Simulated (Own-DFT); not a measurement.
# What a defect does to the pressure of its cell: C40 NbSi2

No measurement is shown. These are fixed-geometry runs of a retired plane-wave code named Own-DFT, which no person has reviewed; spin and spin-orbit coupling are neglected.

Settings: PBE; PseudoDojo norm-conserving scalar-relativistic files; cutoff 42 hartree; 4 x 4 x 5 k mesh centred on Gamma; cold (Marzari-Vanderbilt) smearing of 0.2 eV.

Caveats: forces on such cells failed a check on a denser k mesh; stress not checked against mesh or cutoff.

All runs share one cell, with vectors in Å (0.000, 8.324, 0.000); (-9.613, 0.000, 0.000); (0.000, 0.000, 6.586) and a volume of 527.0 Å³. Atoms were moved at random from their sites; u is the rms move along one axis. The defect's site can differ from row to row.

```
cell,formula,u (Å),P (GPa)
no defect,Nb12Si24,0.0180,1.46
no defect,Nb12Si24,0.0210,1.52
no defect,Nb12Si24,0.0492,2.42
two Nb on a Si site each,Nb14Si22,0.0307,7.31
two Nb on a Si site each,Nb14Si22,0.0489,8.15
two Nb on a Si site each,Nb14Si22,0.0525,8.46
one Si vacancy,Nb12Si23,0.0297,1.05
one Si vacancy,Nb12Si23,0.0433,1.23
one Si vacancy,Nb12Si23,0.0456,1.58
two Si on a Nb site each,Nb10Si26,0.0248,1.59
two Si on a Nb site each,Nb10Si26,0.0325,1.75
two Si on a Nb site each,Nb10Si26,0.0476,2.42
two Si on a Nb site each,Nb10Si26,0.0526,?
```

## Analysis

P = P0 + c u² + a shift for each defect gives P0 = 1.27 GPa, c = 502 ± 45 GPa/Å² and a scatter of 0.12 GPa. The shifts, and each times the cell's volume:

- two Nb on a Si site each: 5.69 ± 0.11 GPa, 18.7 eV (9.4 eV for each of its 2 sites)
- two Si on a Nb site each: 0.00 ± 0.10 GPa, 0.0 eV (0.0 eV for each of its 2 sites) (not resolved)
- one Si vacancy: -0.79 ± 0.10 GPa, -2.6 eV

Against the defect-free cell, a freed cell would be larger where the shift is positive and smaller where it is negative (160.2 GPa Å³ is 1 eV). The atoms around the defects weren't relaxed, which would change these numbers.

## Check

Question: what pressure belongs in the blank (two Si on a Nb site each, u = 0.0526 Å)?

The fitted form gives 2.65 ± 0.15 GPa. The hidden result is 2.46 GPa.
